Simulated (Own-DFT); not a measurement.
## Calculated data, AlN (wurtzite, strained, atoms displaced)

A calculation, not a measurement: plane-wave PBE density functional theory by an unreviewed code, no spin, of a simulated periodic cell, stress positive in tension, free energy of the whole cell less one offset for each atom, forces on such cells passed a denser k mesh, this cell's mesh not checked; offsets are fitted by least squares, one for each functional and potential file, so energies compare only between cells with the same atoms and settings and are not formation energies; the far tail of each file's local potential was reset to the Coulomb form; each entry is a single point on an unrelaxed cell, so the pressure reflects the starting lattice, mostly measured values (interpolated for alloys), from which strain is counted, and rises with the displacements; printed positions are rounded, which can move forces by about a meV/angstrom; the program, named Own-DFT, is a retired in-house code; no spin-orbit coupling. Program: Own-DFT development build.

```xyz
128
Lattice="12.3693 -0.1782 0.1366 -6.3390 10.7715 0.0255 0.1093 0.0867 10.0957" Properties=species:S:1:pos:R:3:force_x:R:1:force_y:R:1:force_z:R:1 formula=AlN functional=PBE potential_files=PseudoDojo_norm-conserving,scalar-relativistic,standard_set wave_cutoff=42 occupations=Fermi-Dirac smearing_width=0.1 hardware=one_NVIDIA_H100 k_mesh=2_x_2_x_2_centred_on_Gamma free_energy_of_cell_above_offsets=-50.618 pressure=7.23 stress_xx=-10.15 stress_yy=-9.35 stress_zz=-2.18 stress_yz=2.21 stress_xz=3.14 stress_xy=-6.09 wall_time=388.4
Al     0.0316     1.8486    10.0715       2.34      1.359      1.536
Al     1.5931     0.9063     2.4620     -1.009     -0.764      1.712
N      0.0634     1.8274     2.0080     -0.995     -0.047     -1.536
N      1.4969     0.9171     4.4028       2.63     -0.542     -0.119
Al     0.0681     1.8280     4.9279      -1.45     -1.195      2.203
Al     1.6087     0.8114     7.6049     -0.159      4.633       0.38
N      0.1288     1.8830     6.9827     -0.428     -1.793     -0.894
N      1.5955     0.9910     9.5153      0.919      0.465     -0.203
Al    -1.5340     4.3524     0.0788     -1.741       1.22     -0.349
Al     0.0730     3.6179     2.4526     -2.796     -1.597       2.04
N     -1.6374     4.4328     2.0177      3.375        1.4     -1.769
N     -0.0260     3.5346     4.4852      0.871      2.329      -1.57
Al    -1.4396     4.5115     5.0535     -2.765       0.33     -0.144
Al    -0.0266     3.6051     7.5038      1.491       0.59       1.38
N     -1.5272     4.4696     6.9101      0.704      2.208      0.893
N      0.0217     3.6168     9.5404      1.696      0.358     -0.591
Al    -3.1885     7.1609     0.0937     -0.895     -0.829      -0.92
Al    -1.5309     6.2197     2.5430     -1.871      0.601      1.057
N     -3.2401     7.2092     1.9194      2.251     -1.076      0.621
N     -1.5151     6.3196     4.4499     -1.139     -0.524     -0.124
Al    -3.1414     7.2206     5.1431      0.712      0.182     -2.455
Al    -1.4850     6.3430     7.7359     -1.568      -1.45     -3.844
N     -3.1717     7.1914     6.9269      2.918      1.551       1.97
N     -1.5051     6.3417     9.4738     -2.015     -1.142      2.682
Al    -4.7826     9.9938     0.0483      -0.61     -2.896      0.799
Al    -3.0999     8.9171     2.5041     -2.658       1.19      1.553
N     -4.8403     9.8949     1.9869      3.368      0.538     -1.892
N     -3.1775     9.0487     4.4651       0.08     -1.137     -0.045
Al    -4.6885     9.9331     5.1010     -1.138     -0.129     -1.078
Al    -3.2525     8.9857     7.6609      1.953     -0.001     -0.486
N     -4.7304     9.9606     7.0352      1.701     -1.967     -1.349
N     -3.1240     8.9848     9.5911     -0.265      1.437      -0.71
Al     3.0610     1.7804     0.0814      0.483     -1.332     -1.089
Al     4.7161     0.8814     2.6008     -1.241     -0.467      0.636
N      3.1007     1.7570     1.9439      1.309      -0.16     -0.063
N      4.7472     0.8420     4.5242     -1.025      0.678     -0.776
Al     3.1202     1.6964     5.0992     -0.199      1.374     -0.849
Al     4.6980     0.8720     7.5751     -0.807     -0.407     -0.137
N      3.1252     1.7218     6.9461      0.247      0.805      1.248
N      4.7448     0.9803     9.4393     -0.517     -1.117      1.733
Al     1.6471     4.5244    10.1437     -0.961     -2.002      0.462
Al     3.1459     3.5150     2.5258     -0.987       0.65      1.327
N      1.5165     4.4198     1.9828      2.597       1.82     -0.817
N      3.0973     3.6148     4.4549     -1.431     -1.458     -0.101
Al     1.4750     4.5173     5.0586      1.609     -0.786      0.742
Al     3.1190     3.6424     7.6896     -0.861     -1.872     -1.053
N      1.6048     4.5511     7.0534      -0.73     -0.482     -0.768
N      3.1684     3.5799     9.5718     -0.019      0.814      0.018
Al    -0.1264     7.1863    10.1513       3.72      0.344      0.868
Al     1.4962     6.2651     2.6316      -0.36     -0.755     -0.593
N     -0.0625     7.1300     1.9878      0.036      0.707     -0.826
N      1.5850     6.3118     4.4941     -1.616     -0.633      0.099
Al    -0.0425     7.1604     5.1181      0.674      0.129     -0.199
Al     1.5662     6.3204     7.6736     -1.669     -1.278      0.534
N     -0.0507     7.1076     6.9700      1.349      1.353      1.279
N      1.5806     6.1838     9.6089     -0.791      3.375     -0.999
Al    -1.5574     9.8924    10.1387      0.097      1.196     -0.102
Al    -0.1551     8.9783     2.5926      0.997     -1.366      1.389
N     -1.6364     9.8619     2.0510     -0.102      0.353     -2.049
N     -0.0849     8.9248     4.5924     -0.663      0.274     -1.578
Al    -1.6560     9.8733     5.1240      0.745     -0.604     -0.159
Al    -0.0468     8.9504     7.6585     -1.093     -0.395     -1.347
N     -1.5935     9.8333     6.9687     -0.997     -0.219      1.826
N     -0.0093     8.9540     9.4992     -1.131     -0.365       1.26
Al     6.1450     1.7870     0.1189      0.872     -3.215     -0.077
Al     7.7902     0.7641     2.6487      -1.11      1.269     -0.726
N      6.1644     1.7328     1.9777      1.188     -0.083      0.571
N      7.7826     0.8182     4.5324     -0.597     -0.124     -0.032
Al     6.2380     1.8095     5.1600       0.02     -3.586      0.065
Al     7.7483     0.9136     7.5905      1.056      0.037      1.661
N      6.1891     1.7255     6.9853      1.101      0.994      0.839
N      7.8778     0.9660     9.6370     -3.377     -2.736      -1.97
Al     4.7439     4.4259    10.1544      0.438      0.462       0.75
Al     6.0874     3.4612     2.7036      2.674     -0.536     -0.299
N      4.7270     4.3586     2.0577     -2.336      1.655     -1.947
N      6.1524     3.3846     4.5393     -0.016      4.781     -0.271
Al     4.5363     4.4194     5.1765       1.69      0.036     -0.943
Al     6.2555     3.5134     7.6680     -1.046     -0.055      0.265
N      4.6267     4.4208     7.0216      0.871      0.371      1.024
N      6.2859     3.5001     9.6224     -0.197      2.931     -1.384
Al     3.0286     7.0306     0.1077     -0.448      0.329     -1.283
Al     4.5592     6.1928     2.6001      0.091     -0.575      0.192
N      2.9890     7.0491     1.9426      1.113      0.586      0.869
N      4.6160     6.2152     4.4732     -0.979     -0.622      0.984
Al     3.0701     7.1155     5.1982      0.674      0.124     -0.226
Al     4.6178     6.1997     7.7024       0.31      0.704     -0.425
N      2.9980     7.1941     7.0979      2.127      0.034     -0.557
N      4.6777     6.2148     9.5835     -0.219       0.07      0.562
Al     1.4888     9.7544    10.1876      1.198      2.304      0.061
Al     3.0829     8.8279     2.5732     -1.866      0.441      0.999
N      1.3538     9.8335     2.0177      1.615     -1.552     -0.292
N      3.0612     8.8732     4.5724     -2.479     -0.431     -1.257
Al     1.4176     9.8036     5.0849      1.074     -0.059      1.197
Al     2.9914     8.9844     7.6492      0.457     -0.116      0.886
N      1.4210     9.8761     7.1539      1.199      0.078       -1.7
N      3.1158     8.9563     9.5895     -1.389     -0.785      0.092
Al     9.2158     1.5854     0.1306      2.615      1.746         -1
Al    10.8114     0.8520     2.6619      0.042     -1.109     -0.006
N      9.2309     1.6813     1.9256      1.152      0.495      2.704
N     10.7714     0.8163     4.6089      1.689     -0.993     -1.348
Al     9.3060     1.6202     5.1661     -0.725      2.883      0.909
Al    10.8806     0.8227     7.6401      0.629      0.426      0.556
N      9.3899     1.8095     7.0722     -1.133     -1.548     -0.168
N     11.0049     0.8688     9.6336     -3.511     -2.163     -1.276
Al     7.7049     4.3584     0.2525     -0.075     -0.314     -2.932
Al     9.2576     3.5067     2.6526     -2.615     -1.903      1.526
N      7.7156     4.3714     2.0179     -0.525     -0.219      2.373
N      9.1502     3.6061     4.6352      6.352     -4.228     -2.923
Al     7.7953     4.3645     5.1263     -5.291      2.352      2.176
Al     9.3577     3.5432     7.7500     -1.546     -0.423     -0.927
N      7.7119     4.3744     7.0499      1.544      0.752      0.475
N      9.3754     3.5251     9.5854     -0.448      0.289      1.525
Al     6.0816     7.1027     0.1926     -0.176     -1.048     -0.569
Al     7.6587     6.1279     2.6871     -0.636      0.243     -0.043
N      6.0870     7.0922     2.0801      0.414     -0.706     -0.314
N      7.7110     6.1940     4.5816      0.157     -0.845     -0.563
Al     6.1482     6.9529     5.1516       0.05      2.528      0.355
Al     7.8177     6.1898     7.6943     -3.923     -1.926      1.381
N      6.1766     7.0123     7.0392      0.226      1.227      0.745
N      7.6768     6.2407     9.7351      1.538     -0.462     -1.368
Al     4.5054     9.7145     0.1380      0.191      1.027       0.01
Al     6.1179     8.8336     2.6575     -1.795      0.273      1.767
N      4.5351     9.7527     2.0527      0.556      0.744     -0.343
N      6.1091     8.9602     4.5871     -0.357     -1.751      0.359
Al     4.4672     9.7163     5.1995      2.862      1.635     -0.304
Al     6.1771     8.9538     7.6757     -3.076      -2.72      0.355
N      4.5557     9.8060     7.0607      0.333      0.093      0.619
N      6.0800     8.8684     9.5903      1.597      1.432     -0.048
```

Units: wave_cutoff in hartree; smearing_width, free_energy_of_cell_above_offsets in eV; pressure, stress_xx, stress_yy, stress_zz, stress_yz, stress_xz, stress_xy in GPa; wall_time in s; force_x, force_y, force_z in eV/Å.
